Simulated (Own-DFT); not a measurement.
# Which defects push the lattice out? wurtzite GaN

Everything here is calculated. The program is Own-DFT (plane waves, in-house, since retired, never reviewed by a person); positions were held fixed, and spin and spin-orbit coupling were off.

Settings: PBE; PseudoDojo norm-conserving scalar-relativistic files; cutoff 42 hartree; 4 x 4 x 3 k mesh centred on Gamma; Fermi-Dirac smearing of 0.1 eV.

Caveats (not all hold for every row): some atoms lie very close together; not probed for a lower state with spin; forces not confirmed at this smearing and k mesh; stress not checked against mesh or cutoff.

All runs share one cell, with vectors in Å (9.567, 0.000, 0.000); (-4.784, 8.285, 0.000); (0.000, 0.000, 10.370) and a volume of 822.0 Å³. The atoms are randomly displaced, by u rms on each axis. The defect's site can differ from row to row.

```
               cell  formula   u (Å)  P (GPa)
          no defect  Ga36N36  0.0187     5.90
          no defect  Ga36N36  0.0192     5.90
          no defect  Ga36N36  0.0513     7.83
one Ga on an N site  Ga37N35  0.0312    11.96
one Ga on an N site  Ga37N35  0.0321    12.37
one Ga on an N site  Ga37N35  0.0473    14.09
 one N on a Ga site  Ga35N37  0.0295     5.40
 one N on a Ga site  Ga35N37  0.0313        ?
 one N on a Ga site  Ga35N37  0.0485     6.47
 one N on a Ga site  Ga35N37  0.0506     6.79
```

## Worked fit

P = P0 + c u² + a shift for each defect gives P0 = 5.48 GPa, c = 951 ± 132 GPa/Å² and a scatter of 0.33 GPa. The shifts, and each times the cell's volume:

- one Ga on an N site: 5.98 ± 0.27 GPa, 30.7 eV
- one N on a Ga site: -1.09 ± 0.29 GPa, -5.6 eV

A positive shift means that the defect pushes the cell outwards. Shift times volume (160.2 GPa Å³ is 1 eV) depends little on the cell's size, so, taken for each site, it can be compared between cells at like pressure. The atoms around the defects weren't relaxed, which would change these numbers.

## Prediction

The question: what pressure belongs in the blank (one N on a Ga site, u = 0.0313 Å)?

The fit gives 5.32 ± 0.40 GPa. The calculation gave 5.46 GPa.
